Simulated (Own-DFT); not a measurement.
# Shaking the atoms of beta-Si3N4, 42 atoms (N24Si18)

All numbers below are calculated, not measured. They come from Own-DFT, an in-house plane-wave density functional program, since retired, whose code no person has reviewed. Each row is one single-point run on a periodic cell that was not relaxed, without spin or spin-orbit coupling.

Settings of every run: PBE; PseudoDojo norm-conserving scalar-relativistic files; cutoff 42 hartree; 3 x 3 x 3 k mesh centred on Gamma; Fermi-Dirac smearing of 0.1 eV.

Known limits, some of them of some rows only: some atoms lie very close together; forces on such cells passed a denser k mesh, each cell not checked; stress not checked against mesh or cutoff.

Cell vectors in Å: (7.606, 0.000, 0.000); (-3.803, 6.587, 0.000); (0.000, 0.000, 8.727). In each run every atom was moved at random and independently from its ideal site; u is the rms move along one axis. E is the free energy for each atom above the fitted value at u = 0, and F the rms of the force components.

```
run   u (Å)  E (meV/atom)  F (eV/Å)  largest force (eV/Å)  P (GPa)
  1  0.0188          17.1     0.715                  2.35     5.50
  2  0.0213          26.9     0.948                  3.79     5.53
  3  0.0465         110.8     1.930                  6.74     7.56
  4  0.0470             ?         ?                     ?        ?
  5  0.0515         144.3     2.212                  7.58     8.58
  6  0.0906         434.8     4.476                 15.93    16.16
  7  0.0999         547.1     5.655                 24.62    18.72
  8  0.1458        1064.1     7.983                 41.99    33.59
```

## Worked fit

For small independent moves the energy grows as E = (3/2) K u², with K the mean stiffness felt by one atom. The runs with u up to 0.11 Å give K = 35.7 ± 0.8 eV/Å², with residuals divided by u² + 0.0006 Å², since the noise grows with the moves. The scatter is 6.0 meV/atom at u = 0.05 Å. The forces follow F = G u with G = 45.9 eV/Å²; no force at u = 0 is resolved. G exceeds K because the moves of its neighbours add to the force on an atom, and stiffness differs between atoms. At u = 0.146 Å the parabola gives 1138 meV/atom and the run 1064. The pressure follows P = 4.86 + 1381 u² GPa: at fixed volume, shortened bonds push harder than stretched ones pull.

## Withheld run

Question: what energy and rms force should run 4 give?

The fit gives 118 ± 6 meV/atom and about 2.16 eV/Å. The calculation gave 90.9 meV/atom and 1.742 eV/Å. This run lies off the fit, by chance or by something that the fit leaves out.
